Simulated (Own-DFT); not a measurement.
# How strain changes the stress of wurtzite AlN, 72 atoms (Al36N36)

No measurement is shown. These are fixed-geometry runs of a retired plane-wave code named Own-DFT, which no person has reviewed; spin and spin-orbit coupling are neglected.

Common settings: PBE; PseudoDojo norm-conserving scalar-relativistic files; cutoff 42 hartree; 3 x 3 x 2 k mesh centred on Gamma; Fermi-Dirac smearing of 0.1 eV.

Keep in mind: forces on such cells moved up to 12 meV/angstrom on a denser k mesh; stress not checked against mesh or cutoff.

Unstrained cell vectors in Å: (9.336, 0.000, 0.000); (-4.668, 8.085, 0.000); (0.000, 0.000, 9.964). The unstrained cell has measured lattice constants (interpolated for alloys), not those of this functional. That, the random moves and any unrelaxed bonds set the pressure at no strain. In each run the cell takes a homogeneous strain; fractional positions stay. Each atom got a random Gaussian move of width 0.05 Å along each axis. Strain is the symmetric tensor, in per cent. Stress is positive in tension, and the pressure is minus a third of its trace.

```
run  e_xx (%)  e_yy (%)  e_zz (%)  e_yz (%)  e_xz (%)  e_xy (%)  s_xx (GPa)  s_yy (GPa)  s_zz (GPa)  s_yz (GPa)  s_xz (GPa)  s_xy (GPa)  P (GPa)  E (meV/atom)
  1     -0.76      1.93     -0.49      1.97     -0.36     -1.87      -10.88        1.28       -4.83        5.41       -0.97       -6.85     4.81          31.5
  2     -1.72     -0.45     -0.80      1.41     -1.19      1.50      -16.35      -10.74       -9.98        4.27       -3.10        6.81    12.36          17.6
  3     -1.91      0.14     -0.42      1.89      0.18      1.20      -14.47       -8.45      -10.09        5.68        1.04        5.08    11.01          33.0
  4      0.24     -0.47      0.93      0.19     -0.55     -0.71       -4.14       -7.12       -0.98        0.96       -1.26       -3.27     4.08           0.0
  5     -0.22     -0.41     -0.03      1.87      1.63      1.75       -8.88       -7.85       -6.08        4.23        4.06        8.14     7.61          24.6
  6      1.12      1.87      1.32      1.43     -1.83      0.93        2.49        3.53        1.57        3.36       -4.52        2.61    -2.53          18.4
  7      0.67      1.23     -1.18     -0.67      1.57     -1.21       -3.79        1.11       -9.54       -1.62        4.56       -3.78     4.07           7.6
  8      0.58      0.21      1.26     -0.34      1.97     -0.40       -2.76       -2.71       -0.48       -0.18        5.07       -3.82     1.98          19.2
  9      1.11     -0.04     -1.89     -0.48     -0.32     -0.92       -3.40       -6.57      -12.99       -0.76       -0.55       -3.88     7.65          33.5
 10      0.55     -0.98     -0.26      1.84     -1.79      0.60       -4.47      -10.84       -6.95        4.24       -4.70        1.95     7.42          21.8
 11      0.02      0.62     -0.79     -1.73      1.90      0.48       -6.10       -3.27       -8.10       -4.53        4.81        1.16     5.82          15.0
 12     -0.03     -0.19      1.31      0.47      0.65      0.03       -5.03       -5.50        0.03        1.63        2.35       -1.76     3.50           9.1
 13     -0.52     -1.92     -0.57     -1.56      0.25      0.10      -12.16      -14.07       -9.99       -4.73        0.31        0.37    12.07          10.8
 14     -0.42     -1.72     -0.41      0.54     -1.05      1.46      -11.74      -13.17       -9.67        1.77       -4.16        4.40    11.53          37.8
 15      1.52      1.75      1.41      0.07     -0.69     -1.92        5.00        2.37        2.04        0.41       -1.05       -6.80    -3.13           7.2
 16      0.84      0.54     -1.59     -1.92      1.73     -0.09           ?           ?           ?           ?           ?           ?        ?             ?
```

E is the free energy for each atom above the lowest run shown.

## Working it out

Each stress component was fitted by least squares to a constant and the strains of the runs shown, as fractions, with shears doubled. Shear strains stay in the fit of a normal stress only where such slopes are resolved. The slopes, in GPa:

| stress | at no strain | per e_xx | per e_yy | per e_zz | scatter |
|---|---|---|---|---|---|
| s_xx | -6.6 | 485 ± 30 | 97 ± 24 | 133 ± 27 | 1.00 |
| s_yy | -5.9 | 110 ± 30 | 414 ± 24 | 47 ± 27 | 1.00 |
| s_zz | -5.7 | 56 ± 27 | 90 ± 21 | 412 ± 24 | 0.89 |

The slope of each shear stress on twice its own strain, from a fit on all six strains: yz 128 ± 9, xz 132 ± 7, xy 189 ± 17 GPa. These are stiffnesses along x, y and z of the frame in which the cell vectors are given, with the crystal's c axis along z: C11, C12, C13 and C33. Hexagonal symmetry asks that xx and yy behave alike, which is a second check on the noise. These are clamped-ion slopes: internal relaxation, where symmetry allows it, would soften some. Slopes across the diagonal should nearly agree, so their difference gauges the noise. A ninth of the table's sum, 205 ± 4 GPa, estimates the bulk modulus near the mean pressure of these runs, 5.9 GPa, so it lies above the value at zero pressure.

## Check

The question: what normal stresses and pressure should run 16 give?

The fit gives s_xx = -4.1, s_yy = -3.5, s_zz = -11.3 and P = 6.3 GPa. The hidden result is -4.45, -3.41, -10.87 and P = 6.24 GPa.
